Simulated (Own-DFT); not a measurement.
# Which defects push the lattice out? C11b WSi2

Everything here is calculated. The program is Own-DFT (plane waves, in-house, since retired, never reviewed by a person); positions were held fixed, and spin and spin-orbit coupling were off.

Method: PBE; PseudoDojo norm-conserving scalar-relativistic files; cutoff 50 hartree; 5 x 5 x 5 k mesh centred on Gamma; cold (Marzari-Vanderbilt) smearing of 0.2 eV.

Caveats: forces on such cells failed a check on a denser k mesh; stress not checked against mesh or cutoff.

All runs share one cell, with vectors in Å (-2.148, -5.953, 3.409); (-6.444, 2.976, 1.136); (-2.553, -2.948, -6.757) and a volume of 403.2 Å³. Atoms were moved at random from their sites; u is the rms move along one axis. The defect's site can differ from row to row.

```
              cell  formula   u (Å)  P (GPa)
         no defect  Si20W10  0.0200     4.56
         no defect  Si20W10  0.0475     5.53
         no defect  Si20W10  0.0607     7.01
one W on a Si site  Si19W11  0.0330     9.88
one W on a Si site  Si19W11  0.0455    10.81
one W on a Si site  Si19W11  0.0558    11.05
     one W vacancy   Si20W9  0.0260     3.61
     one W vacancy   Si20W9  0.0491     4.57
     one W vacancy   Si20W9  0.0524     4.97
    one Si vacancy  Si19W10  0.0323     3.45
    one Si vacancy  Si19W10  0.0328        ?
    one Si vacancy  Si19W10  0.0475     4.18
    one Si vacancy  Si19W10  0.0510     4.79
one Si on a W site   Si21W9  0.0355     6.72
one Si on a W site   Si21W9  0.0485     6.92
one Si on a W site   Si21W9  0.0553     7.67
```

## What the rows give

P = P0 + c u² + a shift for each defect gives P0 = 4.30 GPa, c = 662 ± 64 GPa/Å² and a scatter of 0.23 GPa. The shifts, and each times the cell's volume:

- one W on a Si site: 4.90 ± 0.19 GPa, 12.3 eV
- one Si on a W site: 1.33 ± 0.19 GPa, 3.3 eV
- one W vacancy: -1.21 ± 0.19 GPa, -3.0 eV
- one Si vacancy: -1.46 ± 0.19 GPa, -3.7 eV

Positive is outwards. The product with the volume (160.2 GPa Å³ to the eV) is nearly free of the cell's size; divided by the bulk modulus at the cell's pressure it gives the volume that the defect adds. The atoms around the defects weren't relaxed, which would change these numbers.

## Prediction

The question: what pressure belongs in the blank (one Si vacancy, u = 0.0328 Å)?

The fit gives 3.55 ± 0.27 GPa. Computed: 3.11 GPa.
